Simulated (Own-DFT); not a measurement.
# Computed records: HfO₂ (monoclinic hafnia, atoms displaced)

All values are calculated (Own-DFT development build). A calculation, not a measurement: plane-wave density functional theory by an unreviewed code, no spin, of a simulated periodic cell, stress positive in tension, run twice, with PBE and with PBEsol, both on files made for PBE, so the change isn't that of files made for PBEsol, hafnium file: forces about 75 meV/angstrom off all-electron values; oxygen file: force components 24 meV/angstrom off all-electron in one glass; forces on such cells passed a denser k mesh, this cell's mesh not checked; the far tail of each file's local potential was reset to the Coulomb form; each entry is a single point on an unrelaxed cell, so the pressure reflects the starting lattice, mostly measured values (interpolated for alloys), from which strain is counted, and rises with the displacements; printed positions are rounded, which can move forces by about a meV/angstrom; the program, named Own-DFT, is a retired in-house code; no spin-orbit coupling; stress was not checked against mesh or cutoff.

Settings shared by all entries: functional PBE, then PBEsol; potential files PseudoDojo norm-conserving, scalar-relativistic, standard set; wave cutoff 72 hartree; occupations Fermi-Dirac; smearing width 0.1 eV; k mesh 2 x 2 x 2 centred on Gamma.

```json
{"entry": 1, "formula": "HfO2", "kind": "monoclinic hafnia, atoms displaced", "structure": {"cell_angstrom": [[10.234, 0.0, 0.0], [0.0, 10.35, 0.0], [-1.6955, 0.0, 10.4453]], "atoms_fractional": [["Hf", 0.12699, 0.02727, 0.09415], ["Hf", 0.35307, 0.25626, 0.13556], ["Hf", 0.35879, 0.47713, 0.38866], ["Hf", 0.13323, 0.22976, 0.33921], ["O", 0.03798, 0.16143, 0.17015], ["O", 0.46337, 0.41276, 0.08055], ["O", 0.46313, 0.33696, 0.32958], ["O", 0.03929, 0.08861, 0.4207], ["O", 0.22731, 0.38365, 0.25079], ["O", 0.27819, 0.13479, 0.01456], ["O", 0.27606, 0.11716, 0.24957], ["O", 0.22647, 0.36766, 0.49205], ["Hf", 0.14362, 0.01788, 0.60882], ["Hf", 0.36855, 0.27288, 0.63874], ["Hf", 0.36763, 0.47291, 0.88603], ["Hf", 0.14047, 0.24014, 0.85804], ["O", 0.03061, 0.15363, 0.67062], ["O", 0.45989, 0.42853, 0.57894], ["O", 0.45861, 0.3391, 0.82963], ["O", 0.03552, 0.09168, 0.92281], ["O", 0.21519, 0.37555, 0.73261], ["O", 0.26895, 0.11245, 0.50338], ["O", 0.28365, 0.12303, 0.76634], ["O", 0.22198, 0.35445, 0.98409], ["Hf", 0.13825, 0.51889, 0.10322], ["Hf", 0.36436, 0.76048, 0.14448], ["Hf", 0.3592, 0.97639, 0.3963], ["Hf", 0.15692, 0.74084, 0.35809], ["O", 0.04008, 0.67156, 0.16521], ["O", 0.46194, 0.92307, 0.07318], ["O", 0.45108, 0.83792, 0.31178], ["O", 0.04505, 0.58025, 0.42866], ["O", 0.2381, 0.88411, 0.23273], ["O", 0.2627, 0.63097, 0.00358], ["O", 0.29137, 0.6234, 0.26873], ["O", 0.22702, 0.86171, 0.48959], ["Hf", 0.13854, 0.52545, 0.59566], ["Hf", 0.37221, 0.76837, 0.64265], ["Hf", 0.35955, 0.9668, 0.9004], ["Hf", 0.12828, 0.74146, 0.86234], ["O", 0.03115, 0.66277, 0.66136], ["O", 0.47391, 0.91713, 0.56964], ["O", 0.45956, 0.82355, 0.82159], ["O", 0.03565, 0.58606, 0.93037], ["O", 0.22835, 0.87183, 0.75471], ["O", 0.26946, 0.62683, 0.52096], ["O", 0.28387, 0.61694, 0.75214], ["O", 0.21845, 0.86694, 0.01362], ["Hf", 0.62567, 0.01341, 0.08735], ["Hf", 0.87122, 0.26911, 0.15205], ["Hf", 0.86197, 0.4839, 0.39015], ["Hf", 0.63979, 0.23898, 0.35107], ["O", 0.53526, 0.16674, 0.17162], ["O", 0.96603, 0.41807, 0.07562], ["O", 0.9671, 0.34469, 0.3205], ["O", 0.54033, 0.08208, 0.429], ["O", 0.71544, 0.39542, 0.23523], ["O", 0.76947, 0.12528, 0.00443], ["O", 0.77209, 0.12804, 0.26182], ["O", 0.72156, 0.35629, 0.48339], ["Hf", 0.64092, 0.01638, 0.60461], ["Hf", 0.86923, 0.25414, 0.64876], ["Hf", 0.86594, 0.48174, 0.89474], ["Hf", 0.62521, 0.22148, 0.85305], ["O", 0.54995, 0.1644, 0.66973], ["O", 0.97268, 0.41814, 0.56975], ["O", 0.95323, 0.34548, 0.81999], ["O", 0.53382, 0.07573, 0.91704], ["O", 0.72738, 0.37235, 0.73797], ["O", 0.76295, 0.13068, 0.50591], ["O", 0.78567, 0.11852, 0.76763], ["O", 0.72282, 0.37619, 0.9787], ["Hf", 0.63341, 0.52007, 0.12005], ["Hf", 0.84433, 0.77569, 0.14903], ["Hf", 0.86988, 0.98073, 0.39788], ["Hf", 0.64006, 0.74533, 0.34617], ["O", 0.54534, 0.67499, 0.1786], ["O", 0.96887, 0.92756, 0.07583], ["O", 0.9492, 0.83328, 0.31643], ["O", 0.53909, 0.57213, 0.41799], ["O", 0.7268, 0.87919, 0.2249], ["O", 0.77833, 0.63377, 0.0053], ["O", 0.78001, 0.61598, 0.26389], ["O", 0.71882, 0.88351, 0.49968], ["Hf", 0.63844, 0.52228, 0.61417], ["Hf", 0.86014, 0.76963, 0.65025], ["Hf", 0.8561, 0.99251, 0.89457], ["Hf", 0.63607, 0.72843, 0.85279], ["O", 0.53448, 0.6695, 0.66954], ["O", 0.97282, 0.90585, 0.58639], ["O", 0.97487, 0.84721, 0.83663], ["O", 0.55601, 0.59467, 0.92352], ["O", 0.73482, 0.88133, 0.75], ["O", 0.78312, 0.62465, 0.50593], ["O", 0.75953, 0.61921, 0.75875], ["O", 0.72564, 0.87271, 0.97772]]}, "results": {"PBE_pressure [GPa]": 9.32, "PBE_stress_xx [GPa]": -9.29, "PBE_stress_yy [GPa]": -9.23, "PBE_stress_zz [GPa]": -9.43, "PBE_stress_yz [GPa]": -2.11, "PBE_stress_xz [GPa]": -1.41, "PBE_stress_xy [GPa]": 1.04, "PBEsol_pressure [GPa]": 2.84, "PBEsol_stress_xx [GPa]": -2.8, "PBEsol_stress_yy [GPa]": -2.79, "PBEsol_stress_zz [GPa]": -2.94, "PBEsol_stress_yz [GPa]": -2.06, "PBEsol_stress_xz [GPa]": -1.02, "PBEsol_stress_xy [GPa]": 1.03, "force_element": ["Hf", "Hf", "Hf", "Hf", "O", "O", "O", "O", "O", "O", "O", "O", "Hf", "Hf", "Hf", "Hf", "O", "O", "O", "O", "O", "O", "O", "O", "Hf", "Hf", "Hf", "Hf", "O", "O", "O", "O", "O", "O", "O", "O", "Hf", "Hf", "Hf", "Hf", "O", "O", "O", "O", "O", "O", "O", "O", "Hf", "Hf", "Hf", "Hf", "O", "O", "O", "O", "O", "O", "O", "O", "Hf", "Hf", "Hf", "Hf", "O", "O", "O", "O", "O", "O", "O", "O", "Hf", "Hf", "Hf", "Hf", "O", "O", "O", "O", "O", "O", "O", "O", "Hf", "Hf", "Hf", "Hf", "O", "O", "O", "O", "O", "O", "O", "O"], "PBE_force_x [eV/angstrom]": [2.816, 2.842, 1.302, 1.887, -2.316, -0.374, 0.29, -1.537, -0.984, -0.451, -0.566, 0.409, -0.287, -1.399, -2.522, -0.999, 1.161, -0.109, 2.514, 0.224, 1.1, 0.838, -0.354, 0.748, -0.989, -1.914, 1.712, -3.024, 0.44, -1.132, 3.502, -0.599, -2.298, 1.758, -0.835, 0.213, -0.788, -1.887, -0.965, 1.452, -1.103, -1.763, -0.012, -0.3, -0.39, 2.794, 0.057, 1.252, 2.295, -2.48, 0.307, -1.906, -0.314, 0.033, 0.513, -1.421, 1.757, -0.078, 1.536, 1.266, 0.665, -1.731, -2.61, 3.376, -2.552, -2.094, 3.558, -1.377, -1.174, 2.125, -0.869, -0.317, 0.618, 5.545, -0.65, -1.255, -0.515, -2.406, 2.015, 0.96, -3.594, 0.293, -0.485, 1.812, 0.85, 0.813, 1.306, 2.227, 0.524, 0.125, -1.205, -4.79, -0.317, -0.982, 2.136, -0.949], "PBE_force_y [eV/angstrom]": [-2.997, 2.83, -0.066, 0.656, 2.717, 0.867, -1.061, -1.229, -0.792, -3.266, 0.793, -1.263, 0.074, -0.082, 4.631, -2.135, -0.246, -1.14, -3.345, 0.853, -0.641, 1.612, -0.401, 3.836, 2.037, 1.003, 2.387, -3.653, -0.272, -2.154, -1.074, 1.75, -0.667, -0.818, 0.986, 2.057, -1.753, -0.74, 0.996, -2.449, 1.615, -1.478, 1.528, -0.012, 1.114, 1.719, -0.203, 0.163, 2.452, 0.746, -0.37, -2.184, -0.433, -1.063, -1.52, 0.214, -3.703, 1.022, -0.599, 2.785, 0.998, 3.548, 0.802, 2.672, 1.948, -2.045, -2.684, -0.463, 0.423, -0.981, 1.748, -0.939, 0.708, -3.012, 1.338, -2.298, 0.292, -1.484, 0.194, 2.079, 1.757, 0.286, 2.848, -2.6, -1.799, -0.924, -2.602, 1.909, -0.213, 1.199, -0.22, -4.162, -0.076, 1.438, 0.28, 0.399], "PBE_force_z [eV/angstrom]": [0.626, 3.995, 2.444, 3.078, 0.747, -0.863, -0.432, 0.214, -2.597, -3.188, 1.181, -0.722, 0.67, -0.639, 1.488, -3.38, 0.496, 1.136, -1.761, -0.747, 0.913, 1.023, -0.457, 2.088, 0.552, -0.633, -0.901, -2.941, 1.086, 0.378, 2.026, -3.526, 1.873, 0.999, -1.128, 1.385, 2.921, 0.612, -1.424, -0.677, 2.286, 0.564, 1.231, -1.277, -1.383, -2.667, 1.373, -3.137, 2.636, -2.128, 3.328, 0.153, -1.335, 0.449, -0.803, -1.536, 1.881, 0.916, -0.242, 1.303, -0.108, -1.79, 0.518, 0.2, 0.793, 0.116, 0.1, -0.921, -0.797, 0.968, -1.889, 1.225, -4.803, -4.263, 0.499, 2.823, -0.928, 0.612, 2.252, -0.144, 2.353, 1.719, -1.161, -2.375, -2.91, -0.411, 1.382, 0.067, -0.459, -1.694, -0.899, 1.238, -1.476, 0.914, -0.004, 1.73], "PBEsol_force_x [eV/angstrom]": [2.736, 2.767, 1.282, 1.841, -2.263, -0.354, 0.288, -1.499, -0.914, -0.502, -0.619, 0.473, -0.293, -1.395, -2.493, -0.931, 1.127, -0.114, 2.449, 0.231, 1.145, 0.755, -0.411, 0.791, -1.01, -1.92, 1.668, -2.893, 0.464, -1.097, 3.401, -0.582, -2.162, 1.62, -0.857, 0.282, -0.777, -1.834, -0.922, 1.419, -1.086, -1.724, -0.025, -0.286, -0.335, 2.663, 0.042, 1.281, 2.229, -2.385, 0.295, -1.847, -0.324, 0.034, 0.494, -1.368, 1.757, -0.131, 1.457, 1.281, 0.661, -1.708, -2.562, 3.327, -2.48, -2.031, 3.453, -1.33, -1.093, 1.998, -0.888, -0.243, 0.618, 5.398, -0.618, -1.221, -0.496, -2.322, 1.91, 0.915, -3.461, 0.221, -0.547, 1.812, 0.82, 0.818, 1.24, 2.192, 0.504, 0.107, -1.165, -4.642, -0.233, -0.992, 2.0, -0.882], "PBEsol_force_y [eV/angstrom]": [-2.896, 2.77, -0.119, 0.603, 2.69, 0.85, -1.018, -1.222, -0.784, -3.166, 0.794, -1.21, 0.133, 0.007, 4.469, -2.119, -0.23, -1.119, -3.281, 0.81, -0.644, 1.536, -0.39, 3.713, 2.089, 1.051, 2.296, -3.629, -0.298, -2.077, -1.08, 1.674, -0.683, -0.779, 0.984, 2.005, -1.663, -0.725, 0.934, -2.399, 1.593, -1.419, 1.474, -0.035, 1.088, 1.695, -0.211, 0.15, 2.434, 0.778, -0.384, -2.175, -0.407, -1.019, -1.523, 0.18, -3.6, 0.954, -0.557, 2.697, 1.013, 3.488, 0.726, 2.559, 1.913, -1.948, -2.647, -0.466, 0.43, -0.961, 1.71, -0.905, 0.728, -2.91, 1.278, -2.313, 0.301, -1.397, 0.213, 2.001, 1.663, 0.293, 2.794, -2.512, -1.707, -0.851, -2.578, 1.804, -0.204, 1.184, -0.24, -4.058, -0.07, 1.395, 0.278, 0.404], "PBEsol_force_z [eV/angstrom]": [0.575, 3.912, 2.396, 2.967, 0.787, -0.881, -0.447, 0.242, -2.516, -3.095, 1.121, -0.702, 0.627, -0.589, 1.446, -3.297, 0.503, 1.067, -1.769, -0.667, 0.909, 0.995, -0.443, 2.023, 0.49, -0.554, -0.853, -2.871, 1.085, 0.292, 1.925, -3.359, 1.85, 1.006, -1.089, 1.324, 2.822, 0.648, -1.383, -0.651, 2.243, 0.494, 1.144, -1.175, -1.321, -2.604, 1.311, -3.067, 2.516, -2.03, 3.272, 0.166, -1.284, 0.393, -0.852, -1.428, 1.855, 0.843, -0.218, 1.228, -0.174, -1.706, 0.541, 0.164, 0.845, 0.052, 0.064, -0.83, -0.773, 0.955, -1.839, 1.177, -4.701, -4.142, 0.504, 2.68, -0.831, 0.538, 2.144, -0.089, 2.296, 1.673, -1.137, -2.306, -2.851, -0.403, 1.363, 0.053, -0.386, -1.682, -0.898, 1.224, -1.436, 0.898, -0.009, 1.693], "rms_change_of_force_components_from_PBE_to_PBEsol [eV/angstrom]": 0.061}}
{"entry": 2, "formula": "HfO2", "kind": "monoclinic hafnia, atoms displaced", "structure": {"cell_angstrom": [[10.234, 0.0, 0.0], [0.0, 10.35, 0.0], [-1.6955, 0.0, 10.4453]], "atoms_fractional": [["Hf", 0.14091, 0.01384, 0.10841], ["Hf", 0.36734, 0.26761, 0.15795], ["Hf", 0.36031, 0.4701, 0.4], ["Hf", 0.14185, 0.23206, 0.35399], ["O", 0.02918, 0.16937, 0.16488], ["O", 0.46299, 0.4169, 0.08457], ["O", 0.46454, 0.34491, 0.3301], ["O", 0.03548, 0.08625, 0.4196], ["O", 0.22016, 0.36984, 0.23097], ["O", 0.27732, 0.14644, 0.01037], ["O", 0.28565, 0.12185, 0.26106], ["O", 0.2323, 0.36824, 0.49492], ["Hf", 0.12675, 0.01469, 0.59648], ["Hf", 0.35877, 0.26019, 0.63796], ["Hf", 0.37136, 0.48608, 0.91227], ["Hf", 0.13783, 0.22899, 0.85879], ["O", 0.04301, 0.17394, 0.68535], ["O", 0.46367, 0.42534, 0.57613], ["O", 0.47529, 0.34078, 0.83895], ["O", 0.05211, 0.0855, 0.92467], ["O", 0.23573, 0.3745, 0.7492], ["O", 0.27449, 0.13022, 0.51663], ["O", 0.27162, 0.13267, 0.753], ["O", 0.22457, 0.37194, 0.98843], ["Hf", 0.14354, 0.5158, 0.1004], ["Hf", 0.36242, 0.77651, 0.13961], ["Hf", 0.36751, 0.97685, 0.39512], ["Hf", 0.1392, 0.71373, 0.34924], ["O", 0.04624, 0.66913, 0.17686], ["O", 0.45375, 0.91987, 0.06867], ["O", 0.45507, 0.82557, 0.32251], ["O", 0.04743, 0.58345, 0.4398], ["O", 0.23525, 0.88005, 0.22802], ["O", 0.29311, 0.6341, 0.99959], ["O", 0.27154, 0.6285, 0.25952], ["O", 0.21969, 0.87752, 0.51036], ["Hf", 0.1449, 0.51414, 0.60426], ["Hf", 0.36856, 0.76899, 0.64754], ["Hf", 0.36882, 0.96649, 0.89325], ["Hf", 0.13522, 0.73557, 0.85315], ["O", 0.03069, 0.66431, 0.68034], ["O", 0.47195, 0.92696, 0.57368], ["O", 0.45503, 0.82981, 0.83276], ["O", 0.02506, 0.58103, 0.92685], ["O", 0.21741, 0.86961, 0.73258], ["O", 0.26592, 0.63176, 0.51333], ["O", 0.28567, 0.61825, 0.76452], ["O", 0.20516, 0.87025, 0.97696], ["Hf", 0.65144, 0.01569, 0.11016], ["Hf", 0.85785, 0.25438, 0.14761], ["Hf", 0.86295, 0.47032, 0.3949], ["Hf", 0.64512, 0.23545, 0.35114], ["O", 0.55054, 0.17836, 0.17589], ["O", 0.95384, 0.40517, 0.07572], ["O", 0.96561, 0.32877, 0.32268], ["O", 0.53658, 0.07822, 0.41863], ["O", 0.72541, 0.38033, 0.25744], ["O", 0.77655, 0.13812, 0.00829], ["O", 0.7806, 0.10814, 0.24597], ["O", 0.7232, 0.36504, 0.48979], ["Hf", 0.64944, 0.03115, 0.59523], ["Hf", 0.8616, 0.26078, 0.63981], ["Hf", 0.86561, 0.49325, 0.89447], ["Hf", 0.63774, 0.23262, 0.84667], ["O", 0.53591, 0.15827, 0.67506], ["O", 0.977, 0.42939, 0.58692], ["O", 0.9701, 0.34693, 0.8281], ["O", 0.53588, 0.07778, 0.91806], ["O", 0.7204, 0.37574, 0.73957], ["O", 0.78208, 0.13163, 0.51752], ["O", 0.77091, 0.13737, 0.76332], ["O", 0.73218, 0.38759, 0.99754], ["Hf", 0.63068, 0.51647, 0.10302], ["Hf", 0.86039, 0.77875, 0.14255], ["Hf", 0.8587, 0.99454, 0.39898], ["Hf", 0.64016, 0.72601, 0.3462], ["O", 0.53612, 0.67918, 0.16639], ["O", 0.96871, 0.90643, 0.06073], ["O", 0.96236, 0.82764, 0.31965], ["O", 0.55128, 0.59087, 0.4207], ["O", 0.71732, 0.88812, 0.23353], ["O", 0.77841, 0.62908, 0.01813], ["O", 0.77374, 0.61795, 0.26598], ["O", 0.71856, 0.86691, 0.50253], ["Hf", 0.64548, 0.51725, 0.59994], ["Hf", 0.85943, 0.76784, 0.64974], ["Hf", 0.87004, 0.98361, 0.90316], ["Hf", 0.61942, 0.73127, 0.85187], ["O", 0.53865, 0.66741, 0.68367], ["O", 0.94871, 0.92075, 0.56727], ["O", 0.95924, 0.83665, 0.83473], ["O", 0.54381, 0.57816, 0.91895], ["O", 0.72393, 0.88654, 0.7398], ["O", 0.77071, 0.61381, 0.50539], ["O", 0.77835, 0.63315, 0.74995], ["O", 0.72594, 0.87269, 0.99545]]}, "results": {"PBE_pressure [GPa]": 8.99, "PBE_stress_xx [GPa]": -9.05, "PBE_stress_yy [GPa]": -8.34, "PBE_stress_zz [GPa]": -9.57, "PBE_stress_yz [GPa]": 0.0, "PBE_stress_xz [GPa]": -0.5, "PBE_stress_xy [GPa]": -0.25, "PBEsol_pressure [GPa]": 2.51, "PBEsol_stress_xx [GPa]": -2.54, "PBEsol_stress_yy [GPa]": -1.94, "PBEsol_stress_zz [GPa]": -3.06, "PBEsol_stress_yz [GPa]": -0.01, "PBEsol_stress_xz [GPa]": -0.16, "PBEsol_stress_xy [GPa]": -0.27, "force_element": ["Hf", "Hf", "Hf", "Hf", "O", "O", "O", "O", "O", "O", "O", "O", "Hf", "Hf", "Hf", "Hf", "O", "O", "O", "O", "O", "O", "O", "O", "Hf", "Hf", "Hf", "Hf", "O", "O", "O", "O", "O", "O", "O", "O", "Hf", "Hf", "Hf", "Hf", "O", "O", "O", "O", "O", "O", "O", "O", "Hf", "Hf", "Hf", "Hf", "O", "O", "O", "O", "O", "O", "O", "O", "Hf", "Hf", "Hf", "Hf", "O", "O", "O", "O", "O", "O", "O", "O", "Hf", "Hf", "Hf", "Hf", "O", "O", "O", "O", "O", "O", "O", "O", "Hf", "Hf", "Hf", "Hf", "O", "O", "O", "O", "O", "O", "O", "O"], "PBE_force_x [eV/angstrom]": [0.427, -0.364, 0.577, -0.347, 2.057, 0.339, 1.882, -0.634, -0.222, 0.439, -1.038, -0.902, 1.294, 0.531, -1.57, 1.715, -2.021, 0.127, 0.125, -3.079, 0.072, -0.473, 0.759, -0.005, -2.052, -0.242, -0.403, -1.388, -1.42, 1.177, 0.925, -2.162, -1.647, -2.114, 1.923, 1.525, 0.735, -2.127, -2.834, -0.08, 0.457, -1.064, 1.518, 4.102, 0.208, 2.738, -0.405, 1.496, -3.494, 1.039, 0.961, -2.041, -0.388, 2.74, 0.471, 1.399, -0.27, -0.318, 0.02, 0.608, -3.222, 2.241, -2.628, -1.904, -0.623, -3.298, -0.524, 0.214, 0.605, 0.69, 2.69, -1.936, 3.118, 0.492, 1.095, 0.066, 0.586, 0.615, -0.56, -3.53, 0.723, -0.185, 0.633, 0.373, -0.836, -0.115, -1.002, 4.613, -0.325, 1.413, 0.699, -0.12, -0.102, 2.097, -1.132, -0.203], "PBE_force_y [eV/angstrom]": [2.26, -0.632, 3.744, -0.321, -2.031, 0.339, -1.957, 0.021, 0.772, -2.087, -0.16, -0.301, 0.646, 1.615, -2.923, 2.993, -1.085, -0.521, -0.534, -2.507, 0.712, -0.936, -2.453, 1.756, -0.581, -1.514, -0.895, 2.811, -0.795, 0.398, 0.609, -0.515, 0.544, 0.783, -2.605, -0.919, 1.161, 0.09, 6.328, -2.332, 0.329, -1.555, -2.202, 2.649, 0.753, 0.351, 0.79, 1.43, 1.992, 4.961, 2.681, -0.437, -0.559, 1.507, -0.102, 1.709, -0.759, -1.791, 1.673, 0.035, -3.402, 4.518, -3.265, 1.217, 0.983, -3.005, -0.793, -0.283, 1.074, -0.691, -1.908, -1.567, 0.46, -2.63, -4.531, 1.136, -0.898, 0.587, 1.718, -2.11, -2.375, 1.145, -0.075, 0.028, 0.408, -0.023, 0.643, 0.089, -0.439, 0.667, -0.563, 0.18, 0.653, 1.453, -1.453, 0.618], "PBE_force_z [eV/angstrom]": [-1.924, -3.542, 0.538, -0.705, 0.955, 1.021, 0.208, -0.352, 1.775, 1.373, 0.774, -1.561, 2.537, 4.388, -4.77, -0.438, -2.985, -0.256, -0.804, 0.62, -1.454, -2.587, 0.769, 1.352, -0.908, 0.074, 1.116, 1.959, -1.739, 1.397, 0.826, -3.16, 1.416, 1.942, -0.344, -3.341, 4.04, -1.565, -0.106, -1.622, -0.256, 0.549, -1.222, 1.136, 1.144, -0.268, -0.699, 1.923, -4.672, -1.841, 1.39, -0.208, -0.226, 0.821, 1.49, -0.959, -1.705, -0.522, 2.739, 0.67, 3.436, 5.072, 0.103, 2.265, -0.917, -1.337, -0.486, 0.336, -1.156, -3.594, -1.422, -0.231, 0.471, 0.396, -0.734, 1.401, -0.535, 2.247, 0.798, 0.098, 2.414, -0.271, -0.863, -2.436, 1.361, -0.343, -2.543, 1.143, -1.754, 1.03, -1.278, 0.994, 0.616, 0.495, 1.431, -0.404], "PBEsol_force_x [eV/angstrom]": [0.43, -0.387, 0.569, -0.342, 1.989, 0.345, 1.818, -0.633, -0.158, 0.339, -1.063, -0.802, 1.297, 0.453, -1.541, 1.694, -1.985, 0.122, 0.143, -2.999, 0.117, -0.518, 0.683, 0.042, -2.006, -0.231, -0.339, -1.374, -1.357, 1.12, 0.884, -2.059, -1.525, -2.095, 1.78, 1.543, 0.709, -2.129, -2.728, -0.057, 0.436, -1.045, 1.491, 3.993, 0.265, 2.596, -0.435, 1.496, -3.348, 1.051, 0.881, -1.986, -0.38, 2.659, 0.455, 1.362, -0.222, -0.357, -0.04, 0.656, -3.164, 2.157, -2.55, -1.86, -0.585, -3.2, -0.518, 0.202, 0.628, 0.621, 2.568, -1.844, 3.071, 0.475, 1.091, 0.051, 0.567, 0.581, -0.561, -3.39, 0.775, -0.226, 0.526, 0.422, -0.782, -0.145, -0.961, 4.477, -0.328, 1.392, 0.686, -0.136, -0.023, 1.968, -1.134, -0.129], "PBEsol_force_y [eV/angstrom]": [2.237, -0.575, 3.573, -0.338, -1.961, 0.358, -1.922, -0.001, 0.729, -2.008, -0.137, -0.286, 0.644, 1.582, -2.887, 2.889, -1.026, -0.491, -0.527, -2.465, 0.671, -0.888, -2.341, 1.73, -0.554, -1.428, -0.904, 2.656, -0.76, 0.356, 0.604, -0.522, 0.539, 0.748, -2.528, -0.862, 1.18, 0.114, 6.131, -2.275, 0.361, -1.489, -2.178, 2.547, 0.702, 0.331, 0.794, 1.395, 1.983, 4.868, 2.581, -0.423, -0.519, 1.481, -0.125, 1.64, -0.77, -1.764, 1.648, 0.053, -3.318, 4.429, -3.247, 1.15, 0.983, -2.908, -0.785, -0.302, 1.027, -0.696, -1.824, -1.492, 0.484, -2.514, -4.454, 1.014, -0.864, 0.607, 1.644, -2.06, -2.308, 1.108, -0.078, 0.06, 0.432, -0.003, 0.535, 0.016, -0.379, 0.701, -0.553, 0.179, 0.629, 1.388, -1.403, 0.636], "PBEsol_force_z [eV/angstrom]": [-1.941, -3.448, 0.579, -0.714, 0.98, 0.937, 0.163, -0.284, 1.737, 1.357, 0.754, -1.524, 2.423, 4.307, -4.654, -0.461, -2.86, -0.347, -0.808, 0.663, -1.435, -2.509, 0.717, 1.331, -0.903, 0.108, 1.115, 1.87, -1.629, 1.291, 0.735, -3.046, 1.338, 1.892, -0.336, -3.201, 3.898, -1.478, -0.04, -1.62, -0.2, 0.459, -1.248, 1.152, 1.126, -0.258, -0.678, 1.877, -4.574, -1.795, 1.379, -0.25, -0.131, 0.751, 1.417, -0.868, -1.62, -0.472, 2.654, 0.637, 3.348, 5.01, 0.159, 2.157, -0.855, -1.372, -0.494, 0.358, -1.147, -3.507, -1.44, -0.207, 0.406, 0.393, -0.672, 1.347, -0.453, 2.136, 0.695, 0.14, 2.312, -0.259, -0.828, -2.348, 1.286, -0.279, -2.44, 1.061, -1.625, 0.945, -1.268, 1.033, 0.577, 0.483, 1.368, -0.34], "rms_change_of_force_components_from_PBE_to_PBEsol [eV/angstrom]": 0.064}}
```
